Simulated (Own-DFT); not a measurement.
# Which arrangement is lower? As32Ga32, 64 atoms

Calculated results; nothing here was measured. The program, named Own-DFT, is a retired in-house plane-wave density functional code that no person has reviewed. Each row is one single-point run on a periodic cell that was not relaxed, without spin or spin-orbit coupling.

Settings of every run: PBE; PseudoDojo norm-conserving scalar-relativistic files; cutoff 42 hartree; 3 x 3 x 3 k mesh centred on Gamma; Fermi-Dirac smearing of 0.1 eV.

Known limits, some of them of some rows only: not probed for a lower state with spin; forces on such cells failed a check on a denser k mesh; forces not confirmed at this smearing and k mesh; stress not checked against mesh or cutoff.

All cells hold the same atoms in the same cell, with vectors in Å (11.307, 0.000, 0.000); (0.000, 11.307, 0.000); (0.000, 0.000, 11.307). Every atom was moved at random from its ideal site; u is the rms move along one axis. The defect's site can differ from row to row. E is the free energy of the cell above the lowest run. The arrangements:

- A: zincblende GaAs
- B: zincblende GaAs, with one As on a Ga site and one Ga on an As site, 2.4 Å apart

| arrangement | u (Å) | E (eV) | P (GPa) |
|---|---|---|---|
| A | 0.0176 | 0.000 | 3.49 |
| A | 0.0196 | 0.137 | 3.53 |
| A | 0.0202 | 0.077 | 3.51 |
| A | 0.0491 | 2.336 | 4.01 |
| A | 0.0505 | 2.466 | 4.04 |
| A | 0.0532 | 2.248 | 3.94 |
| B | 0.0304 | 3.002 | 3.87 |
| B | 0.0309 | 3.239 | 3.92 |
| B | 0.0311 | 3.033 | 3.93 |
| B | 0.0476 | 4.672 | 4.21 |
| B | 0.0480 | 4.412 | 4.18 |
| B | 0.0504 | 4.642 | 4.23 |

Question: once the cost of the random moves is taken out, how do the arrangements rank?

## Worked answer

Fit E = a + b u², with one b for all and one a for each arrangement, and with residuals divided by u², since the noise grows with the moves. Then b = 1035 eV/Å², the scatter at u = 0.04 Å is 0.16 eV, and against A:

- B: 2.42 ± 0.07 eV (higher)

These are energies of unrelaxed cells. Relaxing the atoms lowers the strained arrangements most, so the gaps would shrink and small ones could change sign.
